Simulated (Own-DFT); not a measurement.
## Calculated data, GaN (wurtzite, atoms displaced)

A calculation, not a measurement: plane-wave PBE density functional theory by an unreviewed code, no spin, of a simulated periodic cell, stress positive in tension, free energy of the whole cell less one offset for each atom, forces on such cells passed a denser k mesh, this cell's mesh not checked; offsets are fitted by least squares, one for each functional and potential file, so energies compare only between cells with the same atoms and settings and are not formation energies; the far tail of each file's local potential was reset to the Coulomb form; each entry is a single point on an unrelaxed cell, so the pressure reflects the starting lattice, mostly measured values (interpolated for alloys), from which strain is counted, and rises with the displacements; printed positions are rounded, which can move forces by about a meV/angstrom; the program, named Own-DFT, is a retired in-house code; no spin-orbit coupling. Program: Own-DFT development build.

```yaml
- formula: GaN
  kind: "wurtzite, atoms displaced"
  structure:
    cell_angstrom: [[12.756, 0.0, 0.0], [-4.7835, 8.2853, 0.0], [0.0, 0.0, 10.37]]
    atoms_fractional:
      - [Ga, 0.0842, 0.21327, 0.99529]
      - [Ga, 0.1691, 0.11214, 0.25939]
      - ["N", 0.08482, 0.22834, 0.18338]
      - ["N", 0.16712, 0.11494, 0.44084]
      - [Ga, 0.08782, 0.22312, 0.50268]
      - [Ga, 0.16321, 0.11601, 0.75669]
      - ["N", 0.086, 0.21868, 0.6827]
      - ["N", 0.16564, 0.10616, 0.93445]
      - [Ga, 0.08224, 0.56323, 0.99404]
      - [Ga, 0.16601, 0.44006, 0.25165]
      - ["N", 0.09015, 0.56951, 0.18539]
      - ["N", 0.16567, 0.44017, 0.43696]
      - [Ga, 0.08188, 0.55542, 0.50063]
      - [Ga, 0.16861, 0.44867, 0.751]
      - ["N", 0.08885, 0.55702, 0.68825]
      - ["N", 0.16192, 0.4407, 0.94142]
      - [Ga, 0.07545, 0.887, 0.00155]
      - [Ga, 0.16088, 0.7815, 0.2603]
      - ["N", 0.08521, 0.89241, 0.19066]
      - ["N", 0.16496, 0.76636, 0.45066]
      - [Ga, 0.09259, 0.89387, 0.49315]
      - [Ga, 0.16938, 0.77239, 0.75685]
      - ["N", 0.08704, 0.89199, 0.69221]
      - ["N", 0.15756, 0.7736, 0.93442]
      - [Ga, 0.32765, 0.20958, 0.00518]
      - [Ga, 0.41207, 0.10882, 0.24958]
      - ["N", 0.33321, 0.21718, 0.19581]
      - ["N", 0.41799, 0.11613, 0.43811]
      - [Ga, 0.33446, 0.22714, 0.50061]
      - [Ga, 0.42082, 0.11411, 0.74961]
      - ["N", 0.33168, 0.22093, 0.68582]
      - ["N", 0.42371, 0.11838, 0.9281]
      - [Ga, 0.33094, 0.549, 0.99769]
      - [Ga, 0.42052, 0.45497, 0.24778]
      - ["N", 0.33091, 0.5493, 0.18443]
      - ["N", 0.42237, 0.45318, 0.4413]
      - [Ga, 0.33152, 0.55821, 0.5043]
      - [Ga, 0.41822, 0.44002, 0.75647]
      - ["N", 0.33237, 0.5595, 0.69184]
      - ["N", 0.4111, 0.45133, 0.92996]
      - [Ga, 0.33164, 0.89557, 0.99709]
      - [Ga, 0.41436, 0.77851, 0.25546]
      - ["N", 0.33217, 0.88361, 0.18484]
      - ["N", 0.42047, 0.77946, 0.43616]
      - [Ga, 0.32261, 0.88477, 0.50066]
      - [Ga, 0.41841, 0.78917, 0.74745]
      - ["N", 0.33187, 0.89754, 0.68995]
      - ["N", 0.41119, 0.77244, 0.92921]
      - [Ga, 0.57702, 0.22039, 0.99656]
      - [Ga, 0.66816, 0.11535, 0.24901]
      - ["N", 0.58474, 0.23374, 0.19282]
      - ["N", 0.65665, 0.10688, 0.43453]
      - [Ga, 0.57574, 0.22266, 0.50021]
      - [Ga, 0.66291, 0.12761, 0.75063]
      - ["N", 0.58384, 0.21888, 0.68719]
      - ["N", 0.6601, 0.10327, 0.93796]
      - [Ga, 0.58146, 0.55271, 0.99887]
      - [Ga, 0.66977, 0.45633, 0.24868]
      - ["N", 0.58122, 0.55765, 0.18689]
      - ["N", 0.66342, 0.4429, 0.43921]
      - [Ga, 0.58909, 0.55877, 0.49757]
      - [Ga, 0.6707, 0.44494, 0.75111]
      - ["N", 0.58313, 0.55475, 0.68936]
      - ["N", 0.67333, 0.45666, 0.93157]
      - [Ga, 0.59465, 0.89999, 0.99646]
      - [Ga, 0.66185, 0.77063, 0.24875]
      - ["N", 0.58877, 0.89248, 0.1869]
      - ["N", 0.67163, 0.77706, 0.43115]
      - [Ga, 0.5858, 0.89048, 0.49546]
      - [Ga, 0.66384, 0.77306, 0.75654]
      - ["N", 0.5891, 0.89378, 0.68872]
      - ["N", 0.6661, 0.77049, 0.94452]
      - [Ga, 0.84025, 0.22202, 0.98343]
      - [Ga, 0.91298, 0.10968, 0.25316]
      - ["N", 0.8303, 0.22455, 0.18078]
      - ["N", 0.91119, 0.1038, 0.44614]
      - [Ga, 0.83183, 0.22132, 0.50526]
      - [Ga, 0.92447, 0.10235, 0.75053]
      - ["N", 0.83181, 0.22245, 0.68886]
      - ["N", 0.91792, 0.10735, 0.94547]
      - [Ga, 0.83221, 0.55347, 0.99306]
      - [Ga, 0.91784, 0.44648, 0.25229]
      - ["N", 0.83269, 0.5593, 0.18704]
      - ["N", 0.92211, 0.44789, 0.44268]
      - [Ga, 0.83575, 0.55828, 0.50277]
      - [Ga, 0.91444, 0.44023, 0.75213]
      - ["N", 0.82843, 0.55545, 0.68824]
      - ["N", 0.92472, 0.45203, 0.94263]
      - [Ga, 0.82999, 0.8885, 0.99923]
      - [Ga, 0.91654, 0.77427, 0.24904]
      - ["N", 0.83604, 0.8946, 0.18938]
      - ["N", 0.91131, 0.77349, 0.44143]
      - [Ga, 0.83189, 0.89527, 0.50275]
      - [Ga, 0.92265, 0.7754, 0.7534]
      - ["N", 0.8356, 0.89428, 0.69758]
      - ["N", 0.91625, 0.78107, 0.93721]
  settings:
    functional: PBE
    potential_files: "PseudoDojo norm-conserving, scalar-relativistic, standard set with the stringent files for Ga"
    "wave_cutoff [hartree]": 96.0
    occupations: Gaussian
    "smearing_width [eV]": 0.01
    k_mesh: "3 x 4 x 3 centred on Gamma"
  results:
    "free_energy_of_cell_above_offsets [eV]": "-4.987"
    "pressure [GPa]": 6.79
    "stress_xx [GPa]": -5.98
    "stress_yy [GPa]": -7.11
    "stress_zz [GPa]": -7.28
    "stress_yz [GPa]": 0.05
    "stress_xz [GPa]": -0.5
    "stress_xy [GPa]": -0.15
    force_element: [Ga, Ga, "N", "N", Ga, Ga, "N", "N", Ga, Ga, "N", "N", Ga, Ga, "N", "N", Ga, Ga, "N", "N", Ga, Ga, "N", "N", Ga, Ga, "N", "N", Ga, Ga, "N", "N", Ga, Ga, "N", "N", Ga, Ga, "N", "N", Ga, Ga, "N", "N", Ga, Ga, "N", "N", Ga, Ga, "N", "N", Ga, Ga, "N", "N", Ga, Ga, "N", "N", Ga, Ga, "N", "N", Ga, Ga, "N", "N", Ga, Ga, "N", "N", Ga, Ga, "N", "N", Ga, Ga, "N", "N", Ga, Ga, "N", "N", Ga, Ga, "N", "N", Ga, Ga, "N", "N", Ga, Ga, "N", "N"]
    "force_x [eV/angstrom]": [-0.726, -1.18, 0.298, 0.793, -1.423, 1.989, -0.803, 0.342, 2.125, -0.503, -0.455, -0.211, 1.04, 0.397, -1.279, 0.054, 1.069, 1.642, -0.44, -1.167, -2.111, -0.974, 0.217, 0.614, 0.116, 1.835, -0.908, -1.448, 0.354, -1.336, 0.108, -1.898, -1.542, -0.344, -0.104, -0.653, 0.735, -0.694, 0.618, 2.286, 0.848, 0.866, -0.903, -1.349, 2.914, 0.787, 0.526, 0.122, 1.93, -0.448, -0.202, 1.102, 1.5, 3.583, -2.301, 0.455, -0.575, 0.04, 0.513, 1.162, -0.838, -1.572, 0.39, -0.75, -1.434, 0.579, -1.001, -0.836, 0.269, 0.081, -0.571, -0.5, -1.618, 0.094, 0.87, 0.537, -0.613, -1.603, 0.458, 0.452, 0.527, 0.286, 0.543, -1.207, -0.47, 0.52, 1.738, -1.985, 0.571, -0.872, 0.02, 1.102, 0.758, -0.79, 0.12, -0.261]
    "force_y [eV/angstrom]": [1.558, 0.563, -1.515, -0.48, -0.109, -0.958, 1.072, -0.064, -0.637, 0.989, -1.144, 0.445, -1.747, -0.617, -0.427, -0.201, -0.11, -0.664, 0.246, 1.545, -0.769, 0.974, -0.26, 1.867, 1.465, -0.164, 1.042, -1.491, 0.623, 0.198, 0.139, -0.75, 1.48, -1.253, 0.911, -0.516, -0.078, 0.474, -0.042, -1.895, -1.53, -0.261, 0.849, -0.147, 1.527, -0.728, -0.643, 1.05, 1.301, 0.013, -0.925, 1.166, 0.132, -3.057, 1.962, 3.166, -0.262, -1.031, -0.492, 0.193, 0.228, 0.064, -0.149, -1.833, -3.064, 1.8, -0.29, 0.159, -0.345, 0.631, 0.178, 0.81, 0.451, 0.76, 0.31, 2.247, -0.131, 1.648, -0.134, -0.099, 0.689, -0.112, -0.367, -0.788, -0.611, 0.867, 0.134, -1.461, -0.436, 0.925, -1.15, 1.185, -1.855, 0.574, -2.216, -0.604]
    "force_z [eV/angstrom]": [1.275, -1.625, 0.896, -0.058, -0.755, -1.997, 1.356, 1.519, 1.903, -0.867, 0.744, 0.432, 0.896, 0.403, 0.09, -0.644, 0.075, -1.275, 0.126, -2.148, 2.114, -1.648, -0.759, 1.274, -0.365, 0.359, -1.272, -0.054, 0.009, -1.483, 0.81, 1.731, 0.17, 1.02, 0.465, -0.608, -0.082, -2.763, -0.444, 2.6, -0.166, -1.767, 0.603, 1.037, 0.613, -0.423, -0.529, 1.699, 1.673, -0.398, -1.206, 0.678, -0.448, 0.36, -0.75, -0.828, -0.015, 0.51, -0.641, -0.207, 0.874, -1.035, -0.055, 1.087, 1.008, -0.464, -0.048, 1.137, 0.79, -0.674, -0.214, -0.628, 1.995, -0.414, 0.355, -1.032, -0.866, 0.392, 1.108, -1.805, 1.299, -0.842, -0.485, -0.53, -0.411, -0.606, 0.298, -1.437, 0.888, 0.548, -0.236, -0.405, 0.762, -1.062, -1.041, 0.535]
```
